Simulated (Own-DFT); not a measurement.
# Bulk modulus against bond length in tetrahedral crystals

No measurement is shown. These are fixed-geometry runs of a retired plane-wave code named Own-DFT, which no person has reviewed; spin and spin-orbit coupling are neglected.

Limits (not all hold for every row): forces on such cells moved up to 12 meV/angstrom on a denser k mesh; forces not confirmed at this smearing and k mesh; k mesh not checked against a denser one; forces on such cells passed a denser k mesh, each cell not checked; stress not checked against mesh or cutoff.

All runs are PBE with PseudoDojo norm-conserving files; cutoff and k mesh are each material's own. Every cell starts from measured lattice constants and was given uniform random strains and small random moves of its atoms. Each triple is the change of volume in per cent, the rms move u in Å and the pressure in GPa.

- 4H SiC (C36Si36), 10.36 Å³/atom unstrained: (-2.41, 0.049, 10.71); (-2.29, 0.050, 11.00); (-1.29, 0.049, 8.25); (-1.24, 0.050, 8.87); (-0.60, 0.050, 6.83); (0.01, 0.046, 4.85); (1.20, 0.052, 2.86)
- wurtzite AlN (Al36N36), 10.45 Å³/atom unstrained: withheld
- wurtzite GaN (Ga36N36), 11.42 Å³/atom unstrained: (-2.90, 0.047, 13.13); (-1.29, 0.048, 9.66); (-1.26, 0.053, 10.39); (-0.84, 0.049, 8.70); (-0.50, 0.052, 8.21); (1.32, 0.047, 4.35); (1.65, 0.052, 4.62)
- diamond silicon (Si64), 20.02 Å³/atom unstrained: (-1.00, 0.046, 3.88); (-0.49, 0.050, 3.15); (0.02, 0.050, 2.98); (1.03, 0.043, 1.60); (1.53, 0.051, 1.12); (1.81, 0.047, 1.15); (1.85, 0.047, 0.83)
- zincblende GaP (Ga32P32), 20.24 Å³/atom unstrained: (-2.29, 0.052, 5.74); (-1.56, 0.050, 4.68); (-0.57, 0.053, 3.90); (-0.45, 0.050, 3.84); (0.30, 0.048, 3.01); (0.85, 0.052, 2.72); (3.10, 0.053, 0.84)
- zincblende InP (In48P48), 25.27 Å³/atom unstrained: (-1.01, 0.050, 4.38); (-0.45, 0.054, 4.28); (-0.37, 0.045, 3.79); (0.91, 0.050, 2.98); (2.23, 0.050, 2.13); (2.24, 0.050, 2.22); (2.94, 0.051, 1.54)

## Working it out

Fit a line to each set against the fractional change of volume; B is minus its slope, and u is nearly the same within a set. To take it to zero pressure, assume that B rises by 4 GPa for each GPa: B0 = B - 4 x (mean pressure). The bond length of an ideal tetrahedral crystal with the unstrained volume v is d = (√3/4)(8 v)^(1/3). Cohen's empirical rule reads B0 = (1971 - 220 L) d^(-3.5) GPa, with L = 0 for group IV crystals and SiC and 1 for III-V compounds.

```
material,L,d (Å),B (GPa),mean P (GPa),B0 (GPa),rule (GPa)
4H SiC (C36Si36),0,1.888,233 ± 13,7.6,202 ± 13,213
wurtzite AlN (Al36N36),1,1.893,?,?,?,188
wurtzite GaN (Ga36N36),1,1.950,196 ± 11,8.4,162 ± 11,169
diamond silicon (Si64),0,2.352,103 ± 6,2.1,95 ± 6,99
zincblende GaP (Ga32P32),1,2.360,88 ± 4,3.5,74 ± 4,87
zincblende InP (In48P48),1,2.541,71 ± 4,3.0,59 ± 4,67
```

A line through ln[B0/(1971 - 220 L)] against ln d has a slope of -3.8 ± 0.2 and a scatter of 5 %. Against the rule, B0 stands at 95 % for 4H SiC, 96 % for wurtzite GaN, 96 % for diamond silicon, 85 % for zincblende GaP, 88 % for zincblende InP. PBE tends to make silicon and heavier crystals too soft, and the rule itself is only a guide.

## Withheld run

Question: what B0 does the fitted trend give for wurtzite AlN (Al36N36)?

Estimate: 180 GPa. Its own runs give B = 219 ± 10 GPa at a mean pressure of 8.1 GPa, so B0 = 187 GPa.
